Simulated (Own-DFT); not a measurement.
# Computed records: Hf36O71 (tetragonal hafnia with one neutral oxygen vacancy, atoms displaced)

A calculation, not a measurement: plane-wave PBE and HSE06 DFT by an unreviewed code, no spin, of a simulated cell at Gamma alone, so results move with cell size and shape, stress positive in tension, energies less offsets, not probed for a lower state with spin; hafnium file: forces about 75 meV/angstrom off all-electron values; oxygen file: force components 24 meV/angstrom off all-electron in a glass; k mesh not checked against a denser one; forces and stress are PBE's, HSE06 gives the energy alone, and its difference from PBE has offsets of its own; offsets are fitted by least squares, one for each functional and potential file, so energies compare only between cells with the same atoms and settings and are not formation energies; the far tail of each file's local potential was reset to the Coulomb form; each entry is a single point on an unrelaxed cell, so the pressure reflects the starting lattice, taken from the Materials Project, from which strain is counted, and rises with the displacements; printed positions are rounded, which can move forces by about a meV/angstrom; the program is a retired in-house code; no spin-orbit coupling. Program: Own-DFT development build.

Settings shared by all entries: first functional PBE; second functional HSE06; exact exchange share 0.25; screening 0.11 1/bohr; exchange divergence Gygi-Baldereschi; potential files PseudoDojo norm-conserving, scalar-relativistic, made for PBE, standard set; wave cutoff 48 hartree; occupations fixed; k mesh 1 x 1 x 1 centred on Gamma.

(1) Hf36O71 (tetragonal hafnia with one neutral oxygen vacancy, atoms displaced)

```
cell vectors (Å)
  10.7800     0.0000     0.0000
   0.0000    10.7800     0.0000
   0.0000     0.0000    10.4493
atoms (fractions of the cell vectors)
Hf  0.99915  0.00436  0.99697
Hf  0.16317  0.16648  0.24893
O   0.99793  0.16691  0.15071
O   0.16488  0.00173  0.34554
O   0.99895  0.16622  0.39725
O   0.16398  0.00315  0.09764
Hf  0.00561  0.00073  0.49878
Hf  0.16826  0.16610  0.75037
O   0.00022  0.16661  0.65195
O   0.17268  0.99917  0.85150
O   0.00231  0.16370  0.90563
O   0.16843  0.00161  0.60212
Hf  0.00097  0.33982  0.99878
Hf  0.17137  0.50116  0.25189
O   0.99749  0.49879  0.14471
O   0.16744  0.33407  0.34507
O   0.00235  0.50263  0.40167
O   0.16139  0.32764  0.09665
Hf  0.00134  0.32883  0.50197
Hf  0.16635  0.50157  0.74768
O   0.99962  0.50002  0.65683
O   0.16900  0.33151  0.84795
O   0.00040  0.49805  0.90239
O   0.16811  0.33119  0.59931
Hf  0.99576  0.66887  0.00072
Hf  0.16469  0.83037  0.25159
O   0.00043  0.83543  0.15047
O   0.16218  0.66355  0.34416
O   0.00269  0.83647  0.40318
O   0.16531  0.66981  0.09692
Hf  0.99527  0.66637  0.50343
Hf  0.17002  0.83799  0.75213
O   0.99806  0.83201  0.64724
O   0.16953  0.66720  0.84259
O   0.99850  0.83397  0.89816
O   0.16995  0.66472  0.59902
Hf  0.34014  0.99973  0.99975
Hf  0.49792  0.16642  0.25147
O   0.33619  0.16748  0.15323
O   0.49676  0.99719  0.34726
O   0.33147  0.16740  0.39684
O   0.49501  0.00019  0.09337
Hf  0.33141  0.99990  0.49955
Hf  0.49979  0.16492  0.75083
O   0.33503  0.16763  0.64842
O   0.50234  0.00155  0.84819
O   0.33710  0.16680  0.90347
O   0.49575  0.99988  0.59778
Hf  0.33298  0.33270  0.99566
Hf  0.49666  0.50127  0.24705
O   0.33775  0.50049  0.15482
O   0.49982  0.33580  0.34621
O   0.33456  0.49973  0.40545
O   0.49483  0.33470  0.09889
Hf  0.33181  0.33203  0.49816
Hf  0.49715  0.50088  0.75361
O   0.33315  0.50138  0.65049
O   0.50020  0.33691  0.84589
O   0.33228  0.49984  0.89375
O   0.50010  0.32866  0.59886
Hf  0.33422  0.66692  0.00008
Hf  0.49815  0.82717  0.24651
O   0.33260  0.82631  0.15707
O   0.49800  0.66477  0.34693
O   0.33613  0.83814  0.40176
O   0.49878  0.66345  0.09855
Hf  0.33554  0.66742  0.49779
Hf  0.50378  0.83213  0.74852
O   0.33212  0.82987  0.64843
O   0.50226  0.66709  0.84781
O   0.33423  0.83185  0.89778
O   0.50398  0.66755  0.60040
Hf  0.66453  0.00083  0.00552
Hf  0.83417  0.16448  0.24588
O   0.66815  0.16729  0.15511
O   0.83119  0.00232  0.35029
O   0.66475  0.16687  0.40155
O   0.83768  0.99737  0.09485
Hf  0.66922  0.99926  0.50190
Hf  0.83309  0.16545  0.74800
O   0.66457  0.16863  0.65038
O   0.83441  0.00301  0.84479
O   0.66505  0.17281  0.90534
O   0.83262  0.99930  0.60052
Hf  0.66545  0.34105  0.00000
Hf  0.83498  0.50145  0.24750
O   0.66760  0.50077  0.15493
O   0.83425  0.33869  0.34374
O   0.66222  0.50480  0.40128
O   0.83741  0.33087  0.10163
Hf  0.66112  0.33606  0.49309
Hf  0.83094  0.50062  0.74892
O   0.66640  0.50142  0.65546
O   0.82735  0.32965  0.84758
O   0.66691  0.50034  0.90259
O   0.82608  0.32913  0.60083
Hf  0.67105  0.66720  0.99702
Hf  0.83309  0.83046  0.24788
O   0.65976  0.83096  0.15297
O   0.83266  0.66640  0.34882
O   0.83528  0.66735  0.09010
Hf  0.66425  0.67380  0.50131
Hf  0.83219  0.83422  0.74832
O   0.66540  0.83542  0.65468
O   0.83500  0.66195  0.84923
O   0.66790  0.83595  0.90516
O   0.83251  0.66522  0.60044
```

Results for Hf36O71 (tetragonal hafnia with one neutral oxygen vacancy, atoms displaced): PBE energy of cell above offsets -100.791 eV; HSE06 less PBE above offsets -0.147 eV; PBE pressure 0.7 GPa; PBE stress xx -0.55 GPa; PBE stress yy -0.26 GPa; PBE stress zz -1.28 GPa; PBE stress yz 0.45 GPa; PBE stress xz -0.11 GPa; PBE stress xy -0.05 GPa.

Force:
```csv
element,x (eV/Å),y (eV/Å),z (eV/Å)
Hf,0.79,-0.736,0.362
Hf,0.429,-0.04,-0.915
O,0.094,-0.421,0.238
O,-0.07,-0.455,0.646
O,0.194,0.237,0.653
O,0.98,-0.176,-0.097
Hf,-0.818,-0.2,0.214
Hf,0.084,0.081,0.183
O,0.336,0.111,-0.22
O,-0.151,0.448,-0.497
O,0.081,1.172,-0.938
O,-0.364,-0.083,-0.247
Hf,-0.593,-1.165,0.294
Hf,-1.181,-0.494,-0.525
O,0.784,0.426,0.818
O,-0.068,0.134,0.443
O,-0.113,-0.61,0.444
O,1.415,0.491,0.006
Hf,-1.076,0.757,-0.2
Hf,0.468,0.229,0.193
O,-0.315,-0.101,-0.755
O,-0.027,0.123,-0.231
O,0.114,0.919,-0.373
O,-0.429,0.018,-0.372
Hf,1.673,-0.158,-1.083
Hf,-0.174,0.598,-0.416
O,-0.259,-0.615,0.415
O,0.603,0.694,0.485
O,-0.097,-0.674,-0.334
O,0.262,-0.367,-0.225
Hf,1.12,0.145,-0.048
Hf,-0.421,-1.003,-0.377
O,0.35,0.138,0.562
O,-0.181,0.164,0.494
O,-0.083,0.014,0.143
O,-0.749,-0.088,-0.95
Hf,-2.519,0.224,-0.492
Hf,0.303,0.087,0.339
O,-0.698,-0.105,-0.289
O,0.701,-0.066,-0.457
O,0.11,-0.133,0.584
O,1.579,-0.196,1.036
Hf,0.799,0.388,-0.205
Hf,0.551,0.841,-0.577
O,-0.52,-0.069,0.522
O,-0.011,-0.742,0.072
O,0.035,-0.129,-0.296
O,0.71,-0.188,-0.006
Hf,-0.4,-0.114,0.374
Hf,1.54,-0.536,0.664
O,-1.827,0.098,-0.846
O,-0.06,-0.342,0.11
O,-0.289,0.19,-0.668
O,0.843,0.137,-0.459
Hf,0.694,-0.257,0.499
Hf,0.125,-0.226,-1.1
O,0.35,-0.099,-0.09
O,-0.18,-0.513,0.497
O,0.129,0.256,1.26
O,-0.414,0.465,-0.591
Hf,-0.624,0.049,-0.501
Hf,-0.589,0.74,1.292
O,-0.259,0.225,-0.876
O,0.131,0.771,0.402
O,-0.631,-1.211,-0.018
O,0.513,0.115,-0.439
Hf,-0.245,0.36,0.961
Hf,-1.558,0.31,0.147
O,0.532,0.202,0.394
O,0.137,0.234,0.301
O,0.261,0.123,0.692
O,-0.667,0.306,-0.405
Hf,0.546,1.205,-0.908
Hf,-0.002,1.057,0.482
O,-0.7,-0.546,-0.375
O,-0.412,-1.232,-0.397
O,-0.057,-0.118,0.22
O,-1.446,-0.093,0.516
Hf,-0.48,0.586,-0.546
Hf,-0.829,0.84,-0.056
O,0.052,-0.826,0.518
O,-0.294,-0.727,0.26
O,-0.29,-1.115,0.293
O,0.358,-0.096,-0.475
Hf,0.544,-1.417,0.5
Hf,0.139,-1.046,0.426
O,-0.026,0.058,-0.651
O,-0.048,-0.696,0.452
O,0.155,0.195,0.476
O,-0.989,0.379,-0.828
Hf,0.433,-0.117,0.775
Hf,-0.116,-1.237,-0.058
O,-0.396,-0.007,-0.034
O,0.507,0.815,0.12
O,-0.008,0.652,0.058
O,1.292,0.292,-1.021
Hf,-1.071,-0.133,-0.002
Hf,0.168,1.01,0.494
O,1.573,0.19,0.213
O,-0.104,0.743,-0.272
O,-0.938,0.401,1.458
Hf,0.387,-0.912,-0.515
Hf,1.222,0.267,0.459
O,0.491,-0.099,-0.727
O,-0.385,1.058,-0.111
O,0.116,-0.304,-0.204
O,-0.548,0.253,-0.166
```

(2) Hf36O71 (tetragonal hafnia with one neutral oxygen vacancy, atoms displaced)

```
cell vectors (Å)
  10.7800     0.0000     0.0000
   0.0000    10.7800     0.0000
   0.0000     0.0000    10.4493
atoms (fractions of the cell vectors)
Hf  0.00025  0.99814  0.00008
Hf  0.16218  0.17113  0.25184
O   0.99890  0.16834  0.14932
O   0.16499  0.00539  0.34846
O   0.00342  0.16569  0.40185
O   0.16468  0.00035  0.09443
Hf  0.00450  0.99863  0.49688
Hf  0.16972  0.16573  0.74973
O   0.00173  0.17105  0.65069
O   0.16588  0.00197  0.84531
O   0.00324  0.17174  0.90200
O   0.16636  0.99867  0.58959
Hf  0.00499  0.33317  0.99765
Hf  0.17093  0.50012  0.24610
O   0.00047  0.50513  0.14605
O   0.16620  0.33404  0.34725
O   0.00127  0.50132  0.39714
O   0.16635  0.32907  0.09568
Hf  0.00235  0.33610  0.49983
Hf  0.16234  0.49628  0.74549
O   0.00463  0.49973  0.64472
O   0.17092  0.33747  0.84733
O   0.00037  0.49978  0.90069
O   0.16446  0.33272  0.60067
Hf  0.00193  0.66327  0.00323
Hf  0.16840  0.83435  0.25340
O   0.99868  0.83010  0.14454
O   0.16354  0.66346  0.35058
O   0.00039  0.83742  0.40466
O   0.16479  0.66373  0.09516
Hf  0.99768  0.66152  0.50786
Hf  0.16630  0.83000  0.75324
O   0.00261  0.83546  0.65750
O   0.16522  0.66750  0.85001
O   0.99825  0.82974  0.90347
O   0.16749  0.66698  0.59337
Hf  0.33430  0.99730  0.00629
Hf  0.50071  0.16867  0.24627
O   0.33749  0.16840  0.15268
O   0.50503  0.00393  0.35016
O   0.33877  0.17071  0.40336
O   0.49815  0.99890  0.09820
Hf  0.33260  0.00108  0.49972
Hf  0.49457  0.17146  0.74824
O   0.33584  0.16573  0.66080
O   0.50047  0.99662  0.84842
O   0.33215  0.16754  0.89856
O   0.50217  0.99889  0.59518
Hf  0.33124  0.33339  0.00624
Hf  0.50126  0.50107  0.25381
O   0.33028  0.49848  0.15480
O   0.49924  0.32840  0.34686
O   0.33117  0.49628  0.40370
O   0.49635  0.33053  0.09570
Hf  0.33910  0.33635  0.50302
Hf  0.50009  0.49852  0.74918
O   0.33841  0.49571  0.65427
O   0.32853  0.49931  0.90447
O   0.50166  0.34037  0.60280
Hf  0.33761  0.66720  0.99849
Hf  0.50021  0.82949  0.24854
O   0.33456  0.83153  0.15445
O   0.49893  0.66994  0.34546
O   0.33586  0.83380  0.40418
O   0.50362  0.66409  0.10062
Hf  0.33241  0.66355  0.50130
Hf  0.50169  0.83313  0.75316
O   0.33148  0.83030  0.65462
O   0.50191  0.66431  0.85560
O   0.33510  0.83310  0.90653
O   0.49752  0.66853  0.59546
Hf  0.66809  0.99875  0.99746
Hf  0.83356  0.16766  0.25202
O   0.66557  0.16866  0.15178
O   0.83504  0.00141  0.34930
O   0.66786  0.16618  0.40404
O   0.83265  0.99955  0.09610
Hf  0.66357  0.99987  0.49929
Hf  0.83622  0.16727  0.75237
O   0.66693  0.16577  0.65831
O   0.82699  0.99887  0.85565
O   0.66753  0.16600  0.90458
O   0.83628  0.99789  0.59342
Hf  0.66286  0.33598  0.99917
Hf  0.82805  0.50067  0.25017
O   0.66257  0.50363  0.15408
O   0.83407  0.32915  0.34715
O   0.67314  0.50312  0.40077
O   0.83034  0.33329  0.09663
Hf  0.66998  0.33405  0.50047
Hf  0.83519  0.49445  0.74772
O   0.66556  0.50455  0.65117
O   0.83290  0.33393  0.84734
O   0.66558  0.49857  0.90456
O   0.83132  0.33383  0.59730
Hf  0.66275  0.66942  0.00059
Hf  0.83189  0.83326  0.25373
O   0.66698  0.83852  0.15390
O   0.83335  0.66861  0.34624
O   0.66290  0.83111  0.40445
O   0.83486  0.67288  0.10027
Hf  0.66988  0.66679  0.50249
Hf  0.82834  0.83011  0.74695
O   0.66952  0.83259  0.65254
O   0.83117  0.66836  0.85168
O   0.66341  0.83222  0.89834
O   0.83288  0.65997  0.59426
```

Results for Hf36O71 (tetragonal hafnia with one neutral oxygen vacancy, atoms displaced): PBE energy of cell above offsets -100.510 eV; HSE06 less PBE above offsets -0.129 eV; PBE pressure 1.07 GPa; PBE stress xx -1.85 GPa; PBE stress yy 0.34 GPa; PBE stress zz -1.7 GPa; PBE stress yz 0.2 GPa; PBE stress xz -0.67 GPa; PBE stress xy 0.02 GPa.

Force:
```csv
element,x (eV/Å),y (eV/Å),z (eV/Å)
Hf,-0.686,-0.554,-0.319
Hf,0.265,-0.348,-0.384
O,0.121,-0.003,0.445
O,0.538,-0.797,-0.638
O,-0.02,0.824,-0.158
O,0.594,-0.115,0.648
Hf,-1.221,0.489,0.38
Hf,-0.835,0.363,0.621
O,-0.241,-0.067,0.383
O,-0.055,-0.578,-0.133
O,-0.198,-0.905,-0.341
O,0.788,0.397,1.073
Hf,-1.338,0.323,0.471
Hf,-2.021,0.625,0.611
O,-0.161,-0.633,0.777
O,-0.117,0.207,0.084
O,-0.545,-0.32,0.699
O,-0.164,0.169,0.757
Hf,-0.051,-0.794,-0.735
Hf,1.543,0.51,1.333
O,-1.332,0.043,0.201
O,-0.505,-0.67,-0.069
O,-0.065,-0.371,-1.005
O,1.025,0.261,-0.444
Hf,-0.766,0.788,-0.206
Hf,-1.07,-0.371,-0.249
O,0.695,0.557,1.627
O,0.568,0.652,-0.681
O,0.173,-1.46,-0.338
O,1.565,0.203,0.554
Hf,1.072,0.862,-2.146
Hf,-0.232,0.439,0.192
O,-0.653,-0.626,-0.438
O,0.267,-0.652,-0.702
O,0.306,0.78,-0.092
O,-0.138,-0.331,0.852
Hf,0.066,0.853,-0.928
Hf,0.297,-1.174,0.458
O,-1.358,-0.182,-0.038
O,-0.277,-0.732,-0.637
O,-0.5,-0.351,0.712
O,0.245,-0.079,0.01
Hf,0.754,-0.084,-0.43
Hf,1.838,-0.396,1.818
O,-0.747,0.071,-1.842
O,-0.157,0.74,-0.395
O,0.506,0.069,0.895
O,-0.838,-0.15,0.546
Hf,0.185,-0.391,-1.557
Hf,-0.38,-0.143,-0.268
O,1.542,0.026,-0.254
O,0.373,1.822,0.467
O,0.443,0.494,-0.108
O,0.693,0.594,-0.149
Hf,-0.765,-0.683,-0.265
Hf,0.344,-0.37,1.003
O,-1.285,0.335,-0.264
O,0.84,0.125,0.161
O,0.411,-0.636,-0.182
Hf,-0.847,-0.435,0.045
Hf,0.469,1.727,0.578
O,-0.515,-0.035,-0.089
O,-0.154,-1.501,0.402
O,-0.451,-0.031,-0.15
O,-1.029,0.258,0.293
Hf,0.084,0.957,-0.237
Hf,-0.418,0.134,-0.25
O,0.358,0.183,0.248
O,-0.307,0.2,-0.725
O,-0.065,-0.083,-0.184
O,0.605,-0.087,0.192
Hf,0.027,0.416,0.307
Hf,-0.36,-0.735,-0.848
O,0.257,-0.109,0.286
O,-0.209,-0.154,-0.49
O,0.179,0.685,0.334
O,0.238,0.146,0.361
Hf,0.712,0.232,-0.208
Hf,-0.401,-0.906,-0.055
O,-0.055,0.265,-0.432
O,0.499,0.053,-1.332
O,-0.49,0.822,0.032
O,-0.325,0.08,0.596
Hf,0.6,-1.198,0.166
Hf,1.287,-0.006,-0.646
O,0.216,-0.349,0.02
O,-0.119,1.173,0.388
O,-0.499,-0.681,0.07
O,0.511,0.427,-0.094
Hf,-0.31,-0.742,-0.3
Hf,-0.546,0.909,0.925
O,0.362,-0.155,0.264
O,0.101,0.041,-0.316
O,-0.249,0.289,-0.367
O,0.616,0.5,0.198
Hf,1.636,-0.24,-0.278
Hf,0.746,0.434,-0.992
O,-0.31,-0.394,-0.196
O,-0.039,-0.332,0.566
O,0.353,0.068,-0.113
O,-1.148,-0.602,-0.133
Hf,-1.068,0.361,-0.383
Hf,1.584,0.914,1.427
O,-0.871,-0.361,-0.392
O,-0.166,-0.997,-1.176
O,-0.052,-0.113,0.272
O,0.224,0.311,1.03
```
